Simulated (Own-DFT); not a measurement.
## Calculated data, GaP (zincblende, atoms displaced)

A calculation, not a measurement: plane-wave PBE density functional theory by an unreviewed code, no spin, of a simulated periodic cell, stress positive in tension, free energy of the whole cell less one offset for each atom, forces on such cells passed a denser k mesh, this cell's mesh not checked; offsets are fitted by least squares, one for each functional and potential file, so energies compare only between cells with the same atoms and settings and are not formation energies; the far tail of each file's local potential was reset to the Coulomb form; each entry is a single point on an unrelaxed cell, so the pressure reflects the starting lattice, mostly measured values (interpolated for alloys), from which strain is counted, and rises with the displacements; printed positions are rounded, which can move forces by about a meV/angstrom; the program, named Own-DFT, is a retired in-house code; no spin-orbit coupling. Program: Own-DFT development build.

Settings shared by all entries: functional PBE; potential files PseudoDojo norm-conserving, scalar-relativistic, standard set; wave cutoff 42 hartree; occupations Fermi-Dirac; smearing width 0.1 eV; k mesh 2 x 3 x 3 centred on Gamma.

(1) GaP (zincblende, atoms displaced)

```cif
# cell vector a (Å): 16.3515 0.0000 0.0000
# cell vector b (Å): 0.0000 10.9010 0.0000
# cell vector c (Å): 0.0000 0.0000 10.9010
data_GaP
_symmetry_space_group_name_H-M 'P 1'
_symmetry_Int_Tables_number 1
_cell_length_a 16.3515
_cell_length_b 10.9010
_cell_length_c 10.9010
_cell_angle_alpha 90.000
_cell_angle_beta 90.000
_cell_angle_gamma 90.000
_cell_volume 1943.08
loop_
_atom_site_label
_atom_site_type_symbol
_atom_site_fract_x
_atom_site_fract_y
_atom_site_fract_z
_atom_site_occupancy
Ga1 Ga 0.99991 0.00292 0.99967 1
Ga2 Ga 0.00080 0.25155 0.25323 1
Ga3 Ga 0.16843 0.00087 0.24672 1
Ga4 Ga 0.16635 0.25275 0.99866 1
P1 P 0.08137 0.12307 0.12448 1
P2 P 0.08145 0.37460 0.37564 1
P3 P 0.24954 0.12600 0.37608 1
P4 P 0.24859 0.37451 0.12248 1
Ga5 Ga 0.99834 0.99879 0.50287 1
Ga6 Ga 0.99990 0.24734 0.74944 1
Ga7 Ga 0.16452 0.99980 0.74677 1
Ga8 Ga 0.16435 0.24975 0.50077 1
P5 P 0.08565 0.12347 0.62703 1
P6 P 0.08299 0.37734 0.87376 1
P7 P 0.25161 0.12351 0.87831 1
P8 P 0.25179 0.37265 0.62498 1
Ga9 Ga 0.99920 0.50063 0.00004 1
Ga10 Ga 0.99950 0.74711 0.25109 1
Ga11 Ga 0.16694 0.49960 0.25116 1
Ga12 Ga 0.16550 0.74843 0.00155 1
P9 P 0.08529 0.62427 0.12230 1
P10 P 0.08170 0.87671 0.37497 1
P11 P 0.25111 0.62589 0.38023 1
P12 P 0.24901 0.87354 0.12580 1
Ga13 Ga 0.99988 0.49727 0.49866 1
Ga14 Ga 0.99936 0.75026 0.75203 1
Ga15 Ga 0.16849 0.50127 0.75140 1
Ga16 Ga 0.16608 0.75256 0.49950 1
P13 P 0.08446 0.62742 0.62026 1
P14 P 0.08380 0.87453 0.87619 1
P15 P 0.24887 0.62586 0.87619 1
P16 P 0.24808 0.87348 0.62835 1
Ga17 Ga 0.33307 0.99660 0.99961 1
Ga18 Ga 0.33438 0.24916 0.25210 1
Ga19 Ga 0.49924 0.00015 0.25260 1
Ga20 Ga 0.50145 0.24984 0.00103 1
P17 P 0.41670 0.12644 0.12647 1
P18 P 0.41670 0.37664 0.37588 1
P19 P 0.58406 0.12507 0.37719 1
P20 P 0.58220 0.37264 0.12588 1
Ga21 Ga 0.33058 0.00003 0.49890 1
Ga22 Ga 0.33291 0.24899 0.75232 1
Ga23 Ga 0.50037 0.00185 0.75298 1
Ga24 Ga 0.49911 0.25108 0.49925 1
P21 P 0.41619 0.12752 0.62037 1
P22 P 0.41726 0.37847 0.87548 1
P23 P 0.58200 0.12149 0.87079 1
P24 P 0.58203 0.37386 0.62888 1
Ga25 Ga 0.33328 0.50201 0.99962 1
Ga26 Ga 0.33242 0.74885 0.24922 1
Ga27 Ga 0.49995 0.49845 0.24903 1
Ga28 Ga 0.49868 0.75105 0.99903 1
P25 P 0.41676 0.62650 0.12566 1
P26 P 0.41769 0.87687 0.38013 1
P27 P 0.58433 0.62206 0.37388 1
P28 P 0.58221 0.87573 0.12389 1
Ga29 Ga 0.33440 0.49814 0.49858 1
Ga30 Ga 0.33048 0.74913 0.75125 1
Ga31 Ga 0.50091 0.50017 0.75324 1
Ga32 Ga 0.50183 0.74922 0.49778 1
P29 P 0.41483 0.62753 0.62324 1
P30 P 0.41808 0.87433 0.87691 1
P31 P 0.58251 0.62503 0.87737 1
P32 P 0.58400 0.87538 0.62462 1
Ga33 Ga 0.67013 0.00444 0.99654 1
Ga34 Ga 0.66714 0.25037 0.25109 1
Ga35 Ga 0.83285 0.99670 0.24920 1
Ga36 Ga 0.83359 0.24989 0.00094 1
P33 P 0.75051 0.12443 0.12459 1
P34 P 0.74964 0.37388 0.37328 1
P35 P 0.91721 0.12606 0.37863 1
P36 P 0.91563 0.37513 0.12596 1
Ga37 Ga 0.66639 0.99965 0.50157 1
Ga38 Ga 0.66576 0.24953 0.74941 1
Ga39 Ga 0.83351 0.99693 0.74711 1
Ga40 Ga 0.83220 0.25285 0.49918 1
P37 P 0.74937 0.12530 0.62436 1
P38 P 0.74700 0.37333 0.87732 1
P39 P 0.91835 0.12453 0.87438 1
P40 P 0.91639 0.37523 0.62322 1
Ga41 Ga 0.66478 0.50034 0.99948 1
Ga42 Ga 0.66736 0.75186 0.24762 1
Ga43 Ga 0.83435 0.50302 0.25056 1
Ga44 Ga 0.83206 0.74421 0.00186 1
P41 P 0.75000 0.62606 0.12271 1
P42 P 0.74788 0.87094 0.37382 1
P43 P 0.91766 0.62252 0.37661 1
P44 P 0.91678 0.87642 0.12304 1
Ga45 Ga 0.66772 0.50151 0.49785 1
Ga46 Ga 0.66722 0.74856 0.75151 1
Ga47 Ga 0.83636 0.49729 0.74877 1
Ga48 Ga 0.83400 0.74988 0.49901 1
P45 P 0.75269 0.62567 0.62401 1
P46 P 0.74950 0.86785 0.87319 1
P47 P 0.91548 0.62404 0.87259 1
P48 P 0.91823 0.87503 0.62442 1
```

* free energy of cell above offsets: -53.478 eV
* pressure: 2.73 GPa
* stress xx: -2.73 GPa
* stress yy: -2.74 GPa
* stress zz: -2.72 GPa
* stress yz: 0.01 GPa
* stress xz: -0.05 GPa
* stress xy: -0.01 GPa

Force:
```
element  x (eV/Å)  y (eV/Å)  z (eV/Å)
     Ga     0.034    -0.443    -0.095
     Ga    -0.311    -0.362     -0.39
     Ga    -0.411     0.025     0.368
     Ga    -0.235    -0.423         0
      P     0.436     0.573     0.125
      P      0.52      0.09    -0.041
      P    -0.216     0.018    -0.217
      P     0.411     0.101     0.506
     Ga      0.44      0.31    -0.203
     Ga      0.17     0.341    -0.075
     Ga     0.566     -0.11     0.797
     Ga     0.353     0.127     0.018
      P    -0.733     0.217    -0.403
      P    -0.099    -0.182    -0.097
      P    -0.498    -0.031    -0.382
      P    -0.371     0.208      0.02
     Ga    -0.001    -0.061    -0.042
     Ga     0.157      0.25    -0.291
     Ga     0.171     0.103     0.067
     Ga     0.205     0.306    -0.224
      P    -0.541    -0.141     0.554
      P     0.268     0.017    -0.194
      P    -0.272    -0.123     -0.56
      P     0.186    -0.072    -0.172
     Ga     0.142     0.326     0.354
     Ga     0.313    -0.136     -0.25
     Ga    -0.235    -0.073    -0.532
     Ga      0.01     0.107    -0.147
      P    -0.317    -0.409     0.614
      P    -0.174     0.126    -0.011
      P     0.132    -0.003     0.125
      P     0.203     0.287    -0.372
     Ga     0.217     0.189     0.346
     Ga    -0.245     0.248    -0.217
     Ga      0.12     0.055     -0.12
     Ga    -0.311    -0.149    -0.326
      P     -0.02    -0.318    -0.171
      P     0.093    -0.167    -0.297
      P    -0.063     0.073    -0.187
      P     0.367     0.224    -0.003
     Ga     0.164    -0.111     0.417
     Ga     0.319    -0.003    -0.069
     Ga    -0.521    -0.389    -0.883
     Ga     0.282     0.076     0.056
      P    -0.128    -0.422     0.649
      P    -0.125    -0.472      0.16
      P     0.474     0.675     0.701
      P     0.244     0.345    -0.588
     Ga    -0.013    -0.096     0.143
     Ga     0.259     0.227     0.463
     Ga    -0.079     0.142     0.046
     Ga     0.275    -0.112      0.32
      P    -0.017    -0.174    -0.041
      P    -0.382    -0.289    -0.587
      P    -0.057     0.316    -0.264
      P     0.281     0.279    -0.073
     Ga    -0.105     0.151      0.41
     Ga     0.469     0.125     0.019
     Ga    -0.318     0.319     -0.45
     Ga    -0.071    -0.042     0.282
      P     0.416     -0.26     0.308
      P    -0.478     0.037    -0.499
      P     0.067     0.165    -0.204
      P    -0.146    -0.203     0.305
     Ga    -0.468    -0.668     0.017
     Ga     -0.16    -0.259    -0.136
     Ga     0.086     0.204     0.301
     Ga    -0.013    -0.021    -0.183
      P      0.09     0.154     0.209
      P     0.136     0.394    -0.002
      P    -0.301    -0.165    -0.335
      P     0.254     0.037     0.035
     Ga     0.103    -0.054    -0.157
     Ga     0.006    -0.124     0.053
     Ga    -0.134     0.139     0.312
     Ga      0.02    -0.304     0.068
      P     0.223      0.01     0.078
      P     0.546     0.142    -0.315
      P    -0.607    -0.018    -0.082
      P      0.26    -0.364     0.124
     Ga     0.062    -0.117     0.261
     Ga    -0.456    -0.303    -0.142
     Ga    -0.291    -0.218    -0.109
     Ga     0.432     0.633     -0.34
      P    -0.297    -0.506     0.479
      P     0.418     0.509     0.275
      P     -0.13     0.241    -0.101
      P    -0.023    -0.484     0.045
     Ga    -0.072    -0.328     0.497
     Ga    -0.309    -0.223     -0.46
     Ga     -0.73    -0.026     0.174
     Ga     0.059     0.094     -0.03
      P    -0.281    -0.263     0.197
      P     0.418     0.774     0.327
      P     0.221     0.002     0.346
      P    -0.334     -0.29     0.098
```

(2) GaP (zincblende, atoms displaced)

```cif
# cell vector a (Å): 16.3515 0.0000 0.0000
# cell vector b (Å): 0.0000 10.9010 0.0000
# cell vector c (Å): 0.0000 0.0000 10.9010
data_GaP
_symmetry_space_group_name_H-M 'P 1'
_symmetry_Int_Tables_number 1
_cell_length_a 16.3515
_cell_length_b 10.9010
_cell_length_c 10.9010
_cell_angle_alpha 90.000
_cell_angle_beta 90.000
_cell_angle_gamma 90.000
_cell_volume 1943.08
loop_
_atom_site_label
_atom_site_type_symbol
_atom_site_fract_x
_atom_site_fract_y
_atom_site_fract_z
_atom_site_occupancy
Ga1 Ga 0.00095 0.99890 0.00076 1
Ga2 Ga 0.00091 0.25260 0.24870 1
Ga3 Ga 0.16760 0.99736 0.24621 1
Ga4 Ga 0.16603 0.24598 0.99981 1
P1 P 0.08287 0.12296 0.12602 1
P2 P 0.08337 0.37555 0.37365 1
P3 P 0.25117 0.12570 0.37237 1
P4 P 0.24959 0.37608 0.12329 1
Ga5 Ga 0.00019 0.00096 0.50072 1
Ga6 Ga 0.99892 0.25032 0.74954 1
Ga7 Ga 0.16688 0.00198 0.75126 1
Ga8 Ga 0.16709 0.25009 0.49680 1
P5 P 0.08350 0.12744 0.62266 1
P6 P 0.08240 0.37697 0.87633 1
P7 P 0.24839 0.12338 0.87314 1
P8 P 0.25034 0.37505 0.62301 1
Ga9 Ga 0.00079 0.49848 0.00109 1
Ga10 Ga 0.00180 0.75225 0.25190 1
Ga11 Ga 0.16641 0.50177 0.25057 1
Ga12 Ga 0.16833 0.74889 0.99700 1
P9 P 0.08362 0.62455 0.12616 1
P10 P 0.08144 0.87456 0.37346 1
P11 P 0.24963 0.62329 0.37457 1
P12 P 0.25042 0.87642 0.12469 1
Ga13 Ga 0.00210 0.49950 0.49928 1
Ga14 Ga 0.00009 0.75099 0.75322 1
Ga15 Ga 0.16733 0.50388 0.75364 1
Ga16 Ga 0.16668 0.74844 0.49768 1
P13 P 0.08119 0.62401 0.62235 1
P14 P 0.08364 0.87375 0.87482 1
P15 P 0.24781 0.62790 0.87436 1
P16 P 0.24953 0.87693 0.62481 1
Ga17 Ga 0.33335 0.00162 0.00072 1
Ga18 Ga 0.33381 0.24667 0.24940 1
Ga19 Ga 0.50321 0.00172 0.25006 1
Ga20 Ga 0.49998 0.24605 0.99674 1
P17 P 0.41538 0.12536 0.12374 1
P18 P 0.41718 0.37874 0.37422 1
P19 P 0.58568 0.12183 0.37637 1
P20 P 0.58403 0.37653 0.12501 1
Ga21 Ga 0.33419 0.00158 0.50056 1
Ga22 Ga 0.33154 0.24729 0.74861 1
Ga23 Ga 0.49756 0.00254 0.75088 1
Ga24 Ga 0.49902 0.24757 0.50099 1
P21 P 0.41575 0.12356 0.62339 1
P22 P 0.41633 0.37546 0.87600 1
P23 P 0.58359 0.12586 0.87317 1
P24 P 0.58294 0.37529 0.62370 1
Ga25 Ga 0.33435 0.50127 0.99750 1
Ga26 Ga 0.33382 0.74923 0.25321 1
Ga27 Ga 0.49776 0.50159 0.25111 1
Ga28 Ga 0.50148 0.75140 0.99944 1
P25 P 0.41676 0.62804 0.12588 1
P26 P 0.41735 0.87753 0.37744 1
P27 P 0.58261 0.62610 0.37392 1
P28 P 0.58380 0.87458 0.12250 1
Ga29 Ga 0.33303 0.49886 0.50325 1
Ga30 Ga 0.33239 0.75125 0.74933 1
Ga31 Ga 0.49879 0.50170 0.75183 1
Ga32 Ga 0.49916 0.75233 0.49977 1
P29 P 0.41752 0.62554 0.62686 1
P30 P 0.41728 0.87744 0.87281 1
P31 P 0.58362 0.62039 0.87435 1
P32 P 0.58398 0.87694 0.62464 1
Ga33 Ga 0.66606 0.00354 0.00246 1
Ga34 Ga 0.66639 0.25058 0.25089 1
Ga35 Ga 0.83332 0.99802 0.24926 1
Ga36 Ga 0.83265 0.25103 0.00230 1
P33 P 0.75008 0.13074 0.12336 1
P34 P 0.75013 0.37308 0.37479 1
P35 P 0.91693 0.12553 0.37366 1
P36 P 0.91600 0.37418 0.12368 1
Ga37 Ga 0.66683 0.00059 0.49856 1
Ga38 Ga 0.66702 0.25025 0.75023 1
Ga39 Ga 0.83300 0.99929 0.75022 1
Ga40 Ga 0.83320 0.25032 0.50025 1
P37 P 0.75118 0.12679 0.62752 1
P38 P 0.75155 0.37331 0.87489 1
P39 P 0.91531 0.12519 0.87507 1
P40 P 0.91631 0.37500 0.62514 1
Ga41 Ga 0.66549 0.50067 0.99979 1
Ga42 Ga 0.66565 0.75275 0.24824 1
Ga43 Ga 0.83198 0.50050 0.24711 1
Ga44 Ga 0.83317 0.75100 0.99962 1
P41 P 0.74740 0.62364 0.12475 1
P42 P 0.74962 0.87553 0.37392 1
P43 P 0.91518 0.62512 0.37508 1
P44 P 0.91732 0.87555 0.12641 1
Ga45 Ga 0.66632 0.49757 0.50053 1
Ga46 Ga 0.66640 0.75225 0.74889 1
Ga47 Ga 0.83386 0.50129 0.74905 1
Ga48 Ga 0.83414 0.74960 0.50086 1
P45 P 0.74827 0.62566 0.62420 1
P46 P 0.74887 0.87590 0.87351 1
P47 P 0.91500 0.62569 0.87415 1
P48 P 0.91633 0.87453 0.62186 1
```

* free energy of cell above offsets: -53.654 eV
* pressure: 2.71 GPa
* stress xx: -2.71 GPa
* stress yy: -2.7 GPa
* stress zz: -2.71 GPa
* stress yz: -0.15 GPa
* stress xz: 0.02 GPa
* stress xy: -0.21 GPa

Force:
```
element  x (eV/Å)  y (eV/Å)  z (eV/Å)
     Ga     -0.28     0.103    -0.195
     Ga    -0.218     -0.25     0.062
     Ga    -0.215     0.195     0.478
     Ga    -0.064     0.441      0.05
      P     0.075     0.178    -0.061
      P     0.142    -0.004    -0.009
      P    -0.273    -0.357     0.194
      P     0.093    -0.181      0.08
     Ga    -0.092      0.04    -0.192
     Ga     0.068     0.048       0.1
     Ga    -0.378    -0.263     -0.41
     Ga     0.043     0.061     0.023
      P     0.067     -0.15     0.281
      P     0.281    -0.397    -0.227
      P     0.342     0.178     0.331
      P     -0.38    -0.032      0.45
     Ga    -0.326     0.346    -0.035
     Ga    -0.515    -0.491    -0.246
     Ga     0.081    -0.298    -0.215
     Ga    -0.423     0.283     0.633
      P    -0.022     0.276    -0.209
      P     0.667     0.355     0.336
      P     0.237     0.079      0.22
      P     0.202    -0.504    -0.149
     Ga    -0.645     -0.12    -0.112
     Ga    -0.212    -0.135    -0.499
     Ga    -0.375    -0.439    -0.628
     Ga    -0.144     0.204     0.171
      P     0.486     0.307     0.516
      P     0.107     0.245     0.062
      P      0.85    -0.217    -0.019
      P    -0.094    -0.123    -0.174
     Ga    -0.042      -0.2    -0.245
     Ga    -0.002      0.79    -0.073
     Ga    -0.442    -0.188    -0.143
     Ga     0.084     0.531     0.397
      P     0.541    -0.147     0.153
      P    -0.268    -0.692     0.214
      P    -0.403     0.619    -0.171
      P    -0.516    -0.288     0.049
     Ga    -0.366    -0.171    -0.184
     Ga       0.2     0.339     0.069
     Ga     0.531    -0.129    -0.288
     Ga     0.186     0.287    -0.312
      P     0.038     0.306     0.278
      P    -0.082    -0.325    -0.343
      P     -0.05    -0.186    -0.002
      P    -0.195    -0.147     0.332
     Ga     -0.25      0.12     0.301
     Ga    -0.048     0.289    -0.101
     Ga     0.481     0.041    -0.303
     Ga    -0.192    -0.231    -0.277
      P    -0.076    -0.073    -0.274
      P     -0.05    -0.019    -0.414
      P     0.077     0.006     0.158
      P     -0.04     0.312     0.156
     Ga     0.219     0.252    -0.252
     Ga     0.102     0.056    -0.038
     Ga     0.119    -0.402     -0.23
     Ga     0.283    -0.183     0.134
      P    -0.269     0.132    -0.167
      P    -0.259    -0.309     0.396
      P    -0.027     0.777    -0.033
      P    -0.329     0.068     0.089
     Ga     0.217    -0.095    -0.315
     Ga    -0.083     0.082    -0.048
     Ga    -0.107     0.432    -0.043
     Ga     0.243    -0.011     -0.46
      P    -0.074    -0.713     0.451
      P     0.022     0.266     0.013
      P    -0.007     0.031     0.034
      P     0.137     0.215     0.174
     Ga     0.448    -0.105     0.468
     Ga    -0.001     0.218    -0.098
     Ga     0.129    -0.038    -0.112
     Ga     0.131    -0.086    -0.033
      P    -0.246    -0.255    -0.368
      P    -0.264     0.403     0.022
      P     0.277    -0.124      0.17
      P     0.132     0.156    -0.197
     Ga      0.33    -0.401    -0.114
     Ga     0.094    -0.296     0.218
     Ga     0.073    -0.065     0.255
     Ga    -0.179    -0.029     0.144
      P     0.295     0.393    -0.119
      P     0.097    -0.134     0.104
      P     0.332    -0.147    -0.188
      P    -0.043    -0.206    -0.228
     Ga    -0.007     0.259    -0.304
     Ga    -0.152    -0.278     0.103
     Ga    -0.256    -0.094    -0.071
     Ga     -0.35     -0.06    -0.195
      P      0.21     -0.06     0.045
      P     0.021     0.082     0.382
      P     0.371    -0.092     0.294
      P     0.171     0.138     0.533
```
